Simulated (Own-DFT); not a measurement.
## Calculated data, SiC (twinned 3C silicon carbide, atoms displaced), SiC (2H silicon carbide, atoms displaced), GaP (zincblende, strained, atoms displaced), GaP (zincblende, atoms displaced)

Computed with Own-DFT development build. A calculation, not a measurement: plane-wave PBE density functional theory by an unreviewed code, no spin, of a simulated periodic cell, stress positive in tension, free energy of the whole cell less one offset for each atom, forces on such cells passed a denser k mesh, this cell's mesh not checked; offsets are fitted by least squares, one for each functional and potential file, so energies compare only between cells with the same atoms and settings and are not formation energies; the far tail of each file's local potential was reset to the Coulomb form; each entry is a single point on an unrelaxed cell, so the pressure reflects the starting lattice, mostly measured values (interpolated for alloys), from which strain is counted, and rises with the displacements; printed positions are rounded, which can move forces by about a meV/angstrom; the program, named Own-DFT, is a retired in-house code; no spin-orbit coupling.

Settings shared by all entries: functional PBE; potential files PseudoDojo norm-conserving, scalar-relativistic, standard set; wave cutoff 42 hartree; occupations Fermi-Dirac; smearing width 0.1 eV.

(1) 
```cif
# cell vector a (Å): 4.3596 -4.3596 0.0000
# cell vector b (Å): 0.0000 4.3596 -4.3596
# cell vector c (Å): 8.7192 8.7192 8.7192
data_SiC
_symmetry_space_group_name_H-M 'P 1'
_symmetry_Int_Tables_number 1
_cell_length_a 6.1654
_cell_length_b 6.1654
_cell_length_c 15.1021
_cell_angle_alpha 90.000
_cell_angle_beta 90.000
_cell_angle_gamma 120.000
_cell_volume 497.15
loop_
_atom_site_label
_atom_site_type_symbol
_atom_site_fract_x
_atom_site_fract_y
_atom_site_fract_z
_atom_site_occupancy
Si1 Si 0.01376 0.00440 0.43665 1
C1 C 0.00420 0.00128 0.05968 1
Si2 Si 0.17505 0.33852 0.10364 1
C2 C 0.16190 0.32275 0.22903 1
Si3 Si 0.34119 0.17580 0.27003 1
C3 C 0.33591 0.17531 0.39828 1
Si4 Si 0.99946 0.49941 0.43782 1
C4 C 0.00453 0.50632 0.06398 1
Si5 Si 0.17855 0.84333 0.10393 1
C5 C 0.16813 0.83290 0.23002 1
Si6 Si 0.33628 0.66776 0.27065 1
C6 C 0.33112 0.66214 0.39008 1
Si7 Si 0.50138 0.99687 0.43788 1
C7 C 0.51407 0.01155 0.06478 1
Si8 Si 0.67445 0.34117 0.10273 1
C8 C 0.67093 0.32924 0.22757 1
Si9 Si 0.82499 0.16459 0.26957 1
C9 C 0.83104 0.16229 0.39272 1
Si10 Si 0.49903 0.49911 0.43565 1
C10 C 0.50873 0.49879 0.06180 1
Si11 Si 0.66734 0.83569 0.10429 1
C11 C 0.66517 0.82685 0.22826 1
Si12 Si 0.82098 0.65558 0.26987 1
C12 C 0.82733 0.66246 0.39730 1
Si13 Si 0.99976 0.00224 0.93611 1
C13 C 0.99221 0.98901 0.56201 1
Si14 Si 0.83642 0.67202 0.60041 1
C14 C 0.83875 0.67236 0.72761 1
Si15 Si 0.65779 0.83053 0.76791 1
C15 C 0.66593 0.82329 0.89939 1
Si16 Si 0.99676 0.49707 0.93531 1
C16 C 0.99876 0.49571 0.55964 1
Si17 Si 0.84591 0.17705 0.60675 1
C17 C 0.84142 0.17099 0.72959 1
Si18 Si 0.66027 0.32897 0.76800 1
C18 C 0.66273 0.33289 0.89869 1
Si19 Si 0.50538 0.99852 0.93564 1
C19 C 0.49381 0.99658 0.56587 1
Si20 Si 0.33213 0.66314 0.60571 1
C20 C 0.32413 0.66009 0.72860 1
Si21 Si 0.15955 0.83827 0.77087 1
C21 C 0.16073 0.82899 0.89575 1
Si22 Si 0.50545 0.50154 0.93639 1
C22 C 0.49388 0.48780 0.56074 1
Si23 Si 0.33736 0.17081 0.60704 1
C23 C 0.33070 0.16067 0.72868 1
Si24 Si 0.16474 0.32666 0.77363 1
C24 C 0.18044 0.33499 0.89333 1
_calc_hardware 'one NVIDIA H100'
_calc_k_mesh '5 x 5 x 2 centred on Gamma'
_calc_free_energy_of_cell_above_offsets '-7.062'  # eV
_calc_pressure 3.72  # GPa
_calc_stress_xx -3.24  # GPa
_calc_stress_yy -2.93  # GPa
_calc_stress_zz -4.98  # GPa
_calc_stress_yz -0.11  # GPa
_calc_stress_xz -0.47  # GPa
_calc_stress_xy -0.3  # GPa
_calc_wall_time 196.2  # s
```

Force:
| element | x (eV/Å) | y (eV/Å) | z (eV/Å) |
| --- | --- | --- | --- |
| Si | -1.724 | 1.05 | 0.578 |
| C | 0.502 | 0.761 | 0.138 |
| Si | -0.533 | -0.014 | 0.494 |
| C | 0.256 | 0.518 | -1.107 |
| Si | -0.701 | -0.152 | 1.476 |
| C | -0.245 | -2.072 | 0.067 |
| Si | -0.969 | -1.056 | -0.348 |
| C | 0.158 | -0.996 | -0.537 |
| Si | -0.376 | 0.304 | 0.383 |
| C | -0.176 | 0.311 | -0.201 |
| Si | -1.541 | -0.642 | -0.218 |
| C | 1.422 | 1.651 | 0.973 |
| Si | -0.053 | 0.231 | -0.077 |
| C | -1.269 | -0.586 | 0.061 |
| Si | 0.408 | -0.205 | 0.424 |
| C | -0.66 | 0.913 | -0.462 |
| Si | 1.003 | -1.407 | 0.591 |
| C | 0.878 | 0.515 | 0.354 |
| Si | 0.352 | 0.848 | -0.034 |
| C | -0.509 | 1.092 | -0.551 |
| Si | 0.428 | -0.919 | -0.111 |
| C | -0.065 | 0.405 | -0.305 |
| Si | 1.805 | -0.267 | -0.765 |
| C | 0.42 | -0.698 | -0.839 |
| Si | 0.668 | -0.288 | 0.468 |
| C | 1.278 | 0.638 | -1.882 |
| Si | -0.447 | -0.155 | 1.777 |
| C | -1.42 | 0.322 | 0.603 |
| Si | 0.861 | -0.116 | 0.481 |
| C | -0.863 | -0.189 | -2.493 |
| Si | 1.08 | 0.08 | 0.314 |
| C | 1.054 | 0.779 | -0.018 |
| Si | -2.005 | -0.844 | 0.648 |
| C | -0.601 | 0.678 | 0.755 |
| Si | 1.505 | 0.401 | -0.225 |
| C | -0.63 | -1.98 | -0.605 |
| Si | -0.13 | 1.107 | 0.85 |
| C | 0.711 | -0.84 | -0.441 |
| Si | -0.464 | -0.545 | -0.469 |
| C | 0.475 | 0.412 | 0.155 |
| Si | 0.538 | -1.239 | 1.079 |
| C | 0.453 | -0.412 | -0.635 |
| Si | 0.238 | 0.525 | 1.2 |
| C | 0.898 | 1.129 | -0.912 |
| Si | -1.695 | -1.028 | 0.353 |
| C | 0.406 | 0.814 | -0.419 |
| Si | -0.109 | -0.471 | -1.413 |
| C | -0.613 | 1.633 | 0.848 |

(2) 
```cif
# cell vector a (Å): 6.1654 0.0000 0.0000
# cell vector b (Å): -3.0827 5.3394 0.0000
# cell vector c (Å): 0.0000 0.0000 10.0681
data_SiC
_symmetry_space_group_name_H-M 'P 1'
_symmetry_Int_Tables_number 1
_cell_length_a 6.1654
_cell_length_b 6.1654
_cell_length_c 10.0681
_cell_angle_alpha 90.000
_cell_angle_beta 90.000
_cell_angle_gamma 120.000
_cell_volume 331.44
loop_
_atom_site_label
_atom_site_type_symbol
_atom_site_fract_x
_atom_site_fract_y
_atom_site_fract_z
_atom_site_occupancy
Si1 Si 0.99726 0.99657 0.99828 1
Si2 Si 0.16711 0.33886 0.25131 1
C1 C 0.01026 0.00262 0.18700 1
C2 C 0.16668 0.34039 0.43447 1
Si3 Si 0.00084 0.00365 0.49912 1
Si4 Si 0.17115 0.33167 0.74934 1
C3 C 0.00002 0.99507 0.68643 1
C4 C 0.17048 0.33288 0.93799 1
Si5 Si 0.00361 0.50532 0.99928 1
Si6 Si 0.16440 0.83794 0.24566 1
C5 C 0.99709 0.49476 0.19290 1
C6 C 0.16977 0.83674 0.44074 1
Si7 Si 0.99394 0.48693 0.50065 1
Si8 Si 0.15864 0.83605 0.75220 1
C7 C 0.00302 0.49674 0.68474 1
C8 C 0.17674 0.83614 0.93689 1
Si9 Si 0.50030 0.00330 0.99670 1
Si10 Si 0.66724 0.33393 0.24767 1
C9 C 0.48761 0.99521 0.18772 1
C10 C 0.65580 0.32704 0.43825 1
Si11 Si 0.50739 0.00405 0.49962 1
Si12 Si 0.66942 0.32515 0.75094 1
C11 C 0.49966 0.99828 0.69183 1
C12 C 0.67051 0.32970 0.93464 1
Si13 Si 0.50817 0.51004 0.99920 1
Si14 Si 0.66810 0.83446 0.24732 1
C13 C 0.50004 0.50103 0.17975 1
C14 C 0.67117 0.83249 0.43022 1
Si15 Si 0.50099 0.49781 0.49677 1
Si16 Si 0.65561 0.83028 0.74931 1
C15 C 0.50263 0.49489 0.68779 1
C16 C 0.66934 0.83539 0.93813 1
_calc_hardware 'one NVIDIA H100'
_calc_k_mesh '5 x 5 x 3 centred on Gamma'
_calc_free_energy_of_cell_above_offsets '-4.708'  # eV
_calc_pressure 3.73  # GPa
_calc_stress_xx -3.31  # GPa
_calc_stress_yy -2.17  # GPa
_calc_stress_zz -5.71  # GPa
_calc_stress_yz 0.56  # GPa
_calc_stress_xz -0.57  # GPa
_calc_stress_xy 0.5  # GPa
_calc_wall_time 115.5  # s
```

Force:
| element | x (eV/Å) | y (eV/Å) | z (eV/Å) |
| --- | --- | --- | --- |
| Si | 0.758 | 0.933 | 0.272 |
| Si | 0.832 | -0.518 | -0.99 |
| C | -1.94 | 0.338 | -0.413 |
| C | 0.711 | -0.861 | 0.689 |
| Si | 0.704 | -0.516 | -0.416 |
| Si | -0.381 | -0.089 | 0.046 |
| C | -1.411 | 0.618 | 0.242 |
| C | -0.157 | 0.261 | -0.061 |
| Si | 0.498 | -0.964 | 0.238 |
| Si | 0.589 | -1.106 | 1.951 |
| C | -0.298 | 0.882 | -1.386 |
| C | -0.084 | -0.588 | -0.597 |
| Si | -0.748 | 2.123 | -0.501 |
| Si | 1.453 | -1.02 | -1.035 |
| C | -0.212 | -0.001 | 1.016 |
| C | -1.5 | -0.361 | 0.094 |
| Si | 0.677 | -0.017 | 1.001 |
| Si | -0.793 | -0.556 | 0.202 |
| C | 1.629 | 0.763 | -0.732 |
| C | 1.128 | 0.594 | -0.623 |
| Si | -0.785 | -1.417 | 0.048 |
| Si | -0.098 | 1.009 | -0.616 |
| C | -0.583 | -0.213 | -0.977 |
| C | -0.369 | 1.094 | 0.831 |
| Si | -0.124 | -1.513 | -0.98 |
| Si | -0.076 | 0.078 | -0.796 |
| C | 0.174 | 0.215 | 1.975 |
| C | -0.329 | 0.146 | 1.564 |
| Si | -0.521 | 0.563 | 0.602 |
| Si | 1.607 | -0.264 | 0.027 |
| C | -0.109 | 0.257 | -0.281 |
| C | -0.245 | 0.132 | -0.389 |

(3) 
```cif
# cell vector a (Å): 10.8620 0.0000 0.0000
# cell vector b (Å): 0.0000 10.8620 0.0000
# cell vector c (Å): 0.0000 0.0000 10.9439
data_GaP
_symmetry_space_group_name_H-M 'P 1'
_symmetry_Int_Tables_number 1
_cell_length_a 10.8620
_cell_length_b 10.8620
_cell_length_c 10.9439
_cell_angle_alpha 90.000
_cell_angle_beta 90.000
_cell_angle_gamma 90.000
_cell_volume 1291.19
loop_
_atom_site_label
_atom_site_type_symbol
_atom_site_fract_x
_atom_site_fract_y
_atom_site_fract_z
_atom_site_occupancy
Ga1 Ga 0.99497 0.00034 0.00464 1
Ga2 Ga 0.99847 0.25197 0.24303 1
Ga3 Ga 0.25390 0.00326 0.23229 1
Ga4 Ga 0.23854 0.25644 0.01016 1
P1 P 0.10644 0.12721 0.12494 1
P2 P 0.12536 0.37701 0.36867 1
P3 P 0.37500 0.11549 0.37228 1
P4 P 0.37549 0.37931 0.12758 1
Ga5 Ga 0.98568 0.00832 0.50682 1
Ga6 Ga 0.99875 0.25347 0.74780 1
Ga7 Ga 0.25778 0.01105 0.75961 1
Ga8 Ga 0.24608 0.24473 0.51070 1
P5 P 0.12614 0.11991 0.61378 1
P6 P 0.11645 0.37624 0.87046 1
P7 P 0.37579 0.12773 0.88372 1
P8 P 0.38536 0.36691 0.62914 1
Ga9 Ga 0.00216 0.49690 0.00705 1
Ga10 Ga 0.00644 0.75383 0.24839 1
Ga11 Ga 0.25216 0.49893 0.24348 1
Ga12 Ga 0.24286 0.74646 0.99613 1
P9 P 0.11492 0.63016 0.11935 1
P10 P 0.12865 0.86396 0.37206 1
P11 P 0.37032 0.62615 0.38735 1
P12 P 0.37448 0.86658 0.13468 1
Ga13 Ga 0.99792 0.49795 0.50944 1
Ga14 Ga 0.00203 0.74456 0.74978 1
Ga15 Ga 0.23429 0.50452 0.74670 1
Ga16 Ga 0.24451 0.75490 0.50420 1
P13 P 0.12372 0.62129 0.61354 1
P14 P 0.11304 0.87331 0.88415 1
P15 P 0.36870 0.62864 0.89290 1
P16 P 0.36838 0.86931 0.63003 1
Ga17 Ga 0.50343 0.00194 0.00207 1
Ga18 Ga 0.50214 0.27229 0.25786 1
Ga19 Ga 0.74980 0.00197 0.24870 1
Ga20 Ga 0.74552 0.25580 0.00280 1
P17 P 0.63206 0.12244 0.11662 1
P18 P 0.62995 0.38246 0.37499 1
P19 P 0.88338 0.11022 0.36946 1
P20 P 0.87396 0.38208 0.12570 1
Ga21 Ga 0.49223 0.99975 0.49585 1
Ga22 Ga 0.51009 0.25375 0.75501 1
Ga23 Ga 0.74264 0.99303 0.76030 1
Ga24 Ga 0.75800 0.26329 0.48847 1
P21 P 0.62992 0.12863 0.62532 1
P22 P 0.62373 0.37531 0.86853 1
P23 P 0.87607 0.13289 0.87689 1
P24 P 0.88771 0.37220 0.62173 1
Ga25 Ga 0.49217 0.50189 0.00186 1
Ga26 Ga 0.48208 0.74861 0.24899 1
Ga27 Ga 0.74585 0.49522 0.25128 1
Ga28 Ga 0.75818 0.75447 0.99819 1
P25 P 0.62858 0.62958 0.12838 1
P26 P 0.63163 0.89564 0.36321 1
P27 P 0.88187 0.62952 0.38636 1
P28 P 0.86709 0.88775 0.12646 1
Ga29 Ga 0.50117 0.50484 0.49460 1
Ga30 Ga 0.50673 0.75893 0.73591 1
Ga31 Ga 0.74554 0.50048 0.74609 1
Ga32 Ga 0.75481 0.75586 0.50000 1
P29 P 0.62661 0.61529 0.64178 1
P30 P 0.62364 0.88416 0.88282 1
P31 P 0.88612 0.61759 0.86864 1
P32 P 0.86627 0.86173 0.63529 1
_calc_k_mesh '3 x 3 x 3 centred on Gamma'
_calc_free_energy_of_cell_above_offsets '-28.951'  # eV
_calc_pressure 4.49  # GPa
_calc_stress_xx -4.72  # GPa
_calc_stress_yy -4.61  # GPa
_calc_stress_zz -4.13  # GPa
_calc_stress_yz 0.67  # GPa
_calc_stress_xz -0.68  # GPa
_calc_stress_xy 0.15  # GPa
```

Force:
| element | x (eV/Å) | y (eV/Å) | z (eV/Å) |
| --- | --- | --- | --- |
| Ga | -0.621 | 0.291 | -0.86 |
| Ga | -0.56 | 0.539 | 1.454 |
| Ga | -0.981 | 0.078 | 1.423 |
| Ga | 0.262 | -0.418 | -0.754 |
| P | 2.227 | -0.424 | -0.378 |
| P | -0.01 | -0.325 | 0.788 |
| P | -0.605 | 1.97 | -0.511 |
| P | -0.129 | -0.557 | -0.393 |
| Ga | 0.958 | -2.549 | 0.567 |
| Ga | 0.46 | -1.491 | 0.086 |
| Ga | -1.269 | -1.096 | -0.449 |
| Ga | 1.285 | 1.002 | -1.841 |
| P | -0.598 | -0.243 | 2.335 |
| P | 0.749 | -0.026 | 0.769 |
| P | 0.201 | 0.97 | 0.367 |
| P | -1.3 | 1.067 | -0.436 |
| Ga | -0.321 | 0.174 | -0.969 |
| Ga | -1.468 | -0.145 | 0.085 |
| Ga | -0.838 | 1.105 | 0.774 |
| Ga | -0.276 | 1.126 | 1.065 |
| P | 1.157 | -0.646 | 0.741 |
| P | -0.184 | 2.38 | 0.153 |
| P | -0.127 | 0.006 | -1.127 |
| P | -0.948 | 1.357 | -2.973 |
| Ga | 0.544 | 0.135 | -2.037 |
| Ga | 0.454 | 0.109 | -0.291 |
| Ga | 1.909 | -0.307 | 0.541 |
| Ga | 0.23 | -0.435 | -0.189 |
| P | 0.152 | 0.956 | 1.229 |
| P | 1.112 | 0.543 | -1.121 |
| P | 0.563 | -0.394 | -2.984 |
| P | 0.152 | 1.285 | -0.393 |
| Ga | -1.078 | -0.279 | 0.713 |
| Ga | -0.384 | -2.636 | -0.547 |
| Ga | 0.419 | 1.449 | -0.871 |
| Ga | 0.57 | 0.153 | -0.666 |
| P | -0.842 | 1.206 | 1.473 |
| P | -0.385 | 0.075 | 0.691 |
| P | -1.169 | 2.651 | -0.622 |
| P | -0.492 | -0.809 | 0.141 |
| Ga | 1.101 | -0.185 | 0.832 |
| Ga | -0.785 | -1.466 | -0.612 |
| Ga | 1.142 | 1.494 | -0.993 |
| Ga | 0.367 | -1.879 | 0.746 |
| P | -0.092 | -0.299 | -0.459 |
| P | 0.478 | 1.043 | 1.766 |
| P | -0.321 | -0.588 | -0.263 |
| P | -2.145 | 0.162 | 0.439 |
| Ga | 1.373 | 0.135 | -0.063 |
| Ga | 2.523 | -0.894 | 1.642 |
| Ga | 1.151 | 1.895 | -0.129 |
| Ga | -0.16 | -0.575 | -0.207 |
| P | -0.604 | -0.172 | -0.294 |
| P | -2.097 | -3.067 | 2.158 |
| P | -0.608 | -0.558 | -1.302 |
| P | 1.13 | -1.759 | -0.027 |
| Ga | 0.101 | -0.443 | 1.416 |
| Ga | -0.166 | -0.587 | 2.168 |
| Ga | 2.215 | -1.42 | 1.277 |
| Ga | -1.36 | -0.438 | -0.633 |
| P | -1.15 | 1.851 | -3.108 |
| P | -0.436 | -1.959 | -0.411 |
| P | -1.307 | 0.02 | 0.897 |
| P | 0.831 | 1.841 | 0.178 |

(4) 
```cif
# cell vector a (Å): 10.9010 0.0000 0.0000
# cell vector b (Å): 0.0000 10.9010 0.0000
# cell vector c (Å): 0.0000 0.0000 10.9010
data_GaP
_symmetry_space_group_name_H-M 'P 1'
_symmetry_Int_Tables_number 1
_cell_length_a 10.9010
_cell_length_b 10.9010
_cell_length_c 10.9010
_cell_angle_alpha 90.000
_cell_angle_beta 90.000
_cell_angle_gamma 90.000
_cell_volume 1295.39
loop_
_atom_site_label
_atom_site_type_symbol
_atom_site_fract_x
_atom_site_fract_y
_atom_site_fract_z
_atom_site_occupancy
Ga1 Ga 0.97603 0.99531 0.00419 1
Ga2 Ga 0.99294 0.24993 0.24961 1
Ga3 Ga 0.24961 0.99178 0.25347 1
Ga4 Ga 0.24173 0.27147 0.01693 1
P1 P 0.12945 0.11818 0.12754 1
P2 P 0.12492 0.39327 0.36677 1
P3 P 0.37172 0.13128 0.37247 1
P4 P 0.38812 0.38086 0.10778 1
Ga5 Ga 0.00816 0.98761 0.51107 1
Ga6 Ga 0.98896 0.23228 0.74728 1
Ga7 Ga 0.25475 0.01169 0.72851 1
Ga8 Ga 0.24052 0.24129 0.49840 1
P5 P 0.12713 0.12913 0.63323 1
P6 P 0.13160 0.38112 0.87564 1
P7 P 0.36886 0.12315 0.87789 1
P8 P 0.37623 0.37981 0.62504 1
Ga9 Ga 0.98881 0.49875 0.99787 1
Ga10 Ga 0.99438 0.74892 0.24988 1
Ga11 Ga 0.23383 0.49805 0.24150 1
Ga12 Ga 0.23883 0.76306 0.00295 1
P9 P 0.13607 0.62105 0.11672 1
P10 P 0.12171 0.87786 0.37115 1
P11 P 0.37828 0.65355 0.38070 1
P12 P 0.37156 0.86986 0.12147 1
Ga13 Ga 0.01059 0.48562 0.50929 1
Ga14 Ga 0.00953 0.73868 0.74678 1
Ga15 Ga 0.25140 0.49995 0.75911 1
Ga16 Ga 0.24968 0.75932 0.50698 1
P13 P 0.12768 0.63346 0.61759 1
P14 P 0.12258 0.89165 0.87077 1
P15 P 0.36331 0.62530 0.87949 1
P16 P 0.35966 0.89428 0.64592 1
Ga17 Ga 0.50556 0.98784 0.00058 1
Ga18 Ga 0.50470 0.26927 0.26054 1
Ga19 Ga 0.74751 0.00116 0.24934 1
Ga20 Ga 0.75750 0.27242 0.00265 1
P17 P 0.61915 0.12340 0.13716 1
P18 P 0.62045 0.38437 0.37795 1
P19 P 0.88696 0.11311 0.38085 1
P20 P 0.87807 0.38618 0.12498 1
Ga21 Ga 0.51284 0.00020 0.50452 1
Ga22 Ga 0.48224 0.24393 0.75558 1
Ga23 Ga 0.74867 0.00183 0.75328 1
Ga24 Ga 0.73623 0.24568 0.50296 1
P21 P 0.60703 0.10728 0.61161 1
P22 P 0.61285 0.38483 0.88045 1
P23 P 0.87071 0.11593 0.87133 1
P24 P 0.87721 0.39443 0.63809 1
Ga25 Ga 0.49453 0.49806 0.01221 1
Ga26 Ga 0.49993 0.75213 0.24572 1
Ga27 Ga 0.75827 0.50949 0.25317 1
Ga28 Ga 0.74928 0.75273 0.00564 1
P25 P 0.62457 0.62473 0.13429 1
P26 P 0.62348 0.87375 0.35391 1
P27 P 0.88466 0.64026 0.37341 1
P28 P 0.86990 0.87096 0.12217 1
Ga29 Ga 0.49476 0.50399 0.49258 1
Ga30 Ga 0.49634 0.73878 0.74284 1
Ga31 Ga 0.74216 0.50184 0.73568 1
Ga32 Ga 0.75715 0.74448 0.50089 1
P29 P 0.61135 0.64220 0.63285 1
P30 P 0.61770 0.88023 0.86740 1
P31 P 0.87622 0.62092 0.88114 1
P32 P 0.86196 0.85677 0.62356 1
_calc_k_mesh '3 x 3 x 3 centred on Gamma'
_calc_free_energy_of_cell_above_offsets '-23.941'  # eV
_calc_pressure 5.24  # GPa
_calc_stress_xx -5.29  # GPa
_calc_stress_yy -5.19  # GPa
_calc_stress_zz -5.25  # GPa
_calc_stress_yz -0.48  # GPa
_calc_stress_xz 1.51  # GPa
_calc_stress_xy -0.71  # GPa
```

Force:
| element | x (eV/Å) | y (eV/Å) | z (eV/Å) |
| --- | --- | --- | --- |
| Ga | 2.527 | 0.518 | -0.593 |
| Ga | 0.87 | -0.336 | 0.127 |
| Ga | 0.754 | 0.837 | -0.327 |
| Ga | 0.001 | -2.09 | -1.182 |
| P | -1.158 | 0.848 | -0.328 |
| P | -0.831 | -3.27 | 1.208 |
| P | 0.499 | -0.544 | 0.159 |
| P | -2.801 | -2.424 | 4.796 |
| Ga | -0.734 | 0.166 | 0.243 |
| Ga | 0.596 | 2.018 | 0.707 |
| Ga | -2.921 | 3.228 | 5.634 |
| Ga | 0.75 | 1.596 | -0.461 |
| P | -1.632 | 0.182 | -1.754 |
| P | -2.19 | -1.151 | 0.116 |
| P | -0.517 | -0.042 | 1.097 |
| P | -0.76 | -0.46 | -0.335 |
| Ga | 2.241 | 0.361 | -0.332 |
| Ga | 1.885 | 0.768 | -1.55 |
| Ga | 3.389 | 1.096 | -0.255 |
| Ga | 0.182 | -0.179 | -1.342 |
| P | -2.58 | 1.004 | -0.127 |
| P | 0.132 | -0.853 | 0.476 |
| P | -0.625 | -2.386 | -0.263 |
| P | 0.409 | 0.577 | 0.427 |
| Ga | -0.35 | 2.149 | -0.504 |
| Ga | -0.989 | 1.202 | 1.254 |
| Ga | 0.086 | 0.479 | -1.58 |
| Ga | 0.213 | 1.135 | -0.223 |
| P | 0.478 | -1.887 | 0.484 |
| P | -0.526 | -0.627 | -0.189 |
| P | 1.238 | 0.852 | 0.516 |
| P | 5.12 | -5.631 | -4.778 |
| Ga | -0.998 | 1.533 | 0.397 |
| Ga | -1.304 | -1.676 | -1.433 |
| Ga | 0.922 | 0.395 | 0.063 |
| Ga | -1.624 | -1.692 | -0.623 |
| P | 0.417 | 1.185 | -1.141 |
| P | 1.963 | 0.543 | 0.369 |
| P | -1.244 | 1.028 | 0.157 |
| P | -0.111 | -0.873 | 1.365 |
| Ga | -4.589 | -4.321 | -4.816 |
| Ga | 1.069 | 0.46 | -0.374 |
| Ga | -0.858 | -0.865 | -1.526 |
| Ga | 1.046 | -0.104 | -0.135 |
| P | 4.489 | 5.201 | 5.38 |
| P | 1.108 | -0.875 | -1.349 |
| P | -0.682 | 1.685 | 1.029 |
| P | 0.234 | -3.17 | -1.33 |
| Ga | 2.304 | 3.917 | -2.781 |
| Ga | -0.443 | 0 | -0.515 |
| Ga | -0.272 | 0.055 | 0.525 |
| Ga | -0.921 | -0.656 | -1.316 |
| P | 0.01 | -0.089 | -0.972 |
| P | 0.396 | 0.054 | 2.72 |
| P | -0.844 | -2.89 | 1.436 |
| P | -0.192 | 0.1 | 1.458 |
| Ga | -0.577 | 1.19 | 0.859 |
| Ga | -3.28 | 3.015 | 3.449 |
| Ga | -1.398 | 1.434 | 2.515 |
| Ga | -2.414 | -0.111 | -1.542 |
| P | 3.179 | -3.261 | -3.779 |
| P | 0.801 | -1.608 | 0.254 |
| P | -1.089 | 0.953 | -1.31 |
| P | 2.146 | 2.307 | 1.841 |
